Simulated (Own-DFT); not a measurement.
# Response to strain: diamond-structure SiGeSn with randomly placed atoms, 64 atoms (Ge44Si16Sn4)

These are calculations, not measurements. The program, named Own-DFT, is a retired in-house plane-wave density functional code that no person has reviewed. Each row is one single-point run on a periodic cell that was not relaxed, without spin or spin-orbit coupling.

Settings of every run: PBE; PseudoDojo norm-conserving scalar-relativistic files; cutoff 49 hartree; 3 x 3 x 3 k mesh centred on Gamma; Fermi-Dirac smearing of 0.1 eV.

Known limits: forces on such cells moved up to 12 meV/angstrom on a denser k mesh; stress not checked against mesh or cutoff.

Unstrained cell vectors in Å: (11.306, 0.000, 0.000); (0.000, 11.306, 0.000); (0.000, 0.000, 11.306). The unstrained cell has measured lattice constants (interpolated for alloys), not those of this functional. That, the random moves and any unrelaxed bonds set the pressure at no strain. Each run strains this cell uniformly, with the atoms carried along. Every atom was also moved at random, by a Gaussian of width 0.05 Å on each axis. The random placing of the alloy's atoms differs from row to row. Strain is the symmetric tensor, in per cent. Stress is positive in tension, and the pressure is minus a third of its trace.

```
run  e_xx (%)  e_yy (%)  e_zz (%)  s_xx (GPa)  s_yy (GPa)  s_zz (GPa)  P (GPa)  E (meV/atom)
  1     -3.00     -3.00      0.00      -10.84      -10.75       -8.77    10.12         101.9
  2     -0.25     -0.25      0.00       -4.94       -4.83       -4.86     4.88          39.4
  3      1.25      1.25      0.00       -1.87       -1.93       -2.78     2.19           0.0
  4     -0.50     -0.50      0.00       -5.07       -5.10       -4.97     5.05          28.9
  5      2.25      2.25      0.00       -0.76       -0.56       -1.98     1.10          16.3
  6     -2.75     -2.75      0.00      -10.11      -10.33       -8.12     9.52          92.2
  7     -0.75     -0.75      0.00       -6.23       -6.00       -5.37     5.87          59.8
  8     -1.25     -1.25      0.00       -6.69       -6.75       -5.78     6.41          44.3
  9     -2.00     -2.00      0.00           ?           ?           ?        ?             ?
```

E is the free energy for each atom above the lowest run shown.

## Worked fit

The change of volume is close to e_xx + e_yy + e_zz. A straight line through the runs shown gives P = 4.58 - 88 x (fractional change of volume) GPa, with an error of 4 on the slope and a scatter of 0.36 GPa. The strain isn't the same on all axes, but the crystal is cubic, so the slope still estimates the bulk modulus, averaged over pressures from 1.1 to 10.1 GPa.

## Withheld run

Question: what pressure should run 9 give? Its volume changes by -3.96 %.

The line gives 8.0 GPa. The calculation gave 7.88 GPa.
